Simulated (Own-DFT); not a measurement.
# Two functionals across a range of volumes: C11b WSi2, 30 atoms (Si20W10)

The numbers are computed, not measured, by runs of the plane-wave DFT program Own-DFT (in-house, retired, unreviewed) at fixed positions, with no spin and no spin-orbit coupling.

Known weak points: forces on such cells failed a check on a denser k mesh; stress not checked against mesh or cutoff.

Each geometry was run with PBE and with PBEsol, otherwise alike: PseudoDojo norm-conserving scalar-relativistic files made for PBE; cutoff 50 hartree; 5 x 5 x 5 k mesh centred on Gamma; cold (Marzari-Vanderbilt) smearing of 0.2 eV. Unstrained cell vectors in Å: (-2.148, -5.953, 3.409); (-6.444, 2.976, 1.136); (-2.553, -2.948, -6.757). Each has a uniform strain, of which the change of volume is shown, and random moves of rms u per axis.

```
run  volume change (%)   u (Å)  P with PBE (GPa)  P with PBEsol (GPa)
  1              -1.07  0.0485              8.75                 4.61
  2              -0.22  0.0496              6.25                 2.15
  3              -2.48  0.0500             13.59                 9.37
  4               0.32  0.0548              6.21                 2.14
  5               0.91  0.0492              4.69                 0.65
  6              -0.82  0.0561              8.93                 4.80
  7               3.64  0.0479             -1.36                -5.28
  8               0.42  0.0468              5.17                 1.11
  9               1.30  0.0466              3.47                -0.55
 10               0.91  0.0499              3.60                -0.44
 11               1.01  0.0498              4.22                    ?
```

Q: by how much does PBEsol shrink this cell, and what belongs in the blank?

## Worked answer

Write v for the change of volume as a fraction. Fitted to v and u², the PBE pressure has a slope of -236 ± 15 GPa in v, with the ions held to the strained lattice. The difference PBEsol less PBE is -4.09 + 4.9 v GPa (slope ± 0.1) and averages -4.07 GPa. Divided by the mean slope of the two, 234 GPa, that makes PBEsol's volume at a given pressure, near 4 GPa, about 1.7 % smaller, or 0.58 % in lengths. At one volume PBEsol's slope is the smaller by 5 GPa, but its pressure there is lower too. If stiffness rises by about 4 GPa for each GPa, PBEsol at equal pressure is stiffer by about 11 GPa. Files made for PBEsol would give a different shift.

For run 11 the line gives 0.18 GPa. Computed: 0.19 GPa.
